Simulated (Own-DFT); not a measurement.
# Point defects and the pressure they add: C40 NbSi2

Calculated, not measured: single-point runs of Own-DFT, a retired in-house plane-wave DFT program that no person has reviewed, on unrelaxed cells, without spin or spin-orbit coupling.

All runs used: PBE; PseudoDojo norm-conserving scalar-relativistic files; cutoff 42 hartree; 4 x 4 x 5 k mesh centred on Gamma; cold (Marzari-Vanderbilt) smearing of 0.2 eV.

Keep in mind: forces on such cells failed a check on a denser k mesh; stress not checked against mesh or cutoff.

All runs share one cell, with vectors in Å (0.000, 8.324, 0.000); (-9.613, 0.000, 0.000); (0.000, 0.000, 6.586) and a volume of 527.0 Å³. Atoms were moved at random from their sites; u is the rms move along one axis. The defect's site can differ from row to row.

```
                    cell   formula   u (Å)  P (GPa)
               no defect  Nb12Si24  0.0180     1.45
               no defect  Nb12Si24  0.0484     2.50
               no defect  Nb12Si24  0.0504     2.74
          one Si vacancy  Nb12Si23  0.0272     0.79
          one Si vacancy  Nb12Si23  0.0461     1.42
          one Si vacancy  Nb12Si23  0.0514     1.81
two Nb on a Si site each  Nb14Si22  0.0319     7.48
two Nb on a Si site each  Nb14Si22  0.0479     8.10
two Nb on a Si site each  Nb14Si22  0.0512     8.66
        two Nb vacancies  Nb10Si24  0.0279     0.20
        two Nb vacancies  Nb10Si24  0.0280    -0.30
        two Nb vacancies  Nb10Si24  0.0479     0.70
two Si on a Nb site each  Nb10Si26  0.0276     1.76
two Si on a Nb site each  Nb10Si26  0.0311     1.61
two Si on a Nb site each  Nb10Si26  0.0477     2.12
two Si on a Nb site each  Nb10Si26  0.0488        ?
```

## Analysis

P = P0 + c u² + a shift for each defect gives P0 = 1.33 GPa, c = 516 ± 64 GPa/Å² and a scatter of 0.19 GPa. The shifts, and each times the cell's volume:

- two Nb on a Si site each: 5.73 ± 0.16 GPa, 18.8 eV (9.4 eV for each of its 2 sites)
- two Si on a Nb site each: -0.19 ± 0.16 GPa, -0.6 eV (-0.3 eV for each of its 2 sites) (not resolved)
- one Si vacancy: -0.94 ± 0.16 GPa, -3.1 eV
- two Nb vacancies: -1.80 ± 0.16 GPa, -5.9 eV (-3.0 eV for each of its 2 sites)

Against the defect-free cell, a freed cell would be larger where the shift is positive and smaller where it is negative (160.2 GPa Å³ is 1 eV). The atoms around the defects weren't relaxed, which would change these numbers.

## The run left out

Q: what pressure belongs in the blank (two Si on a Nb site each, u = 0.0488 Å)?

The fitted form gives 2.37 ± 0.23 GPa. DFT gave 2.31 GPa.
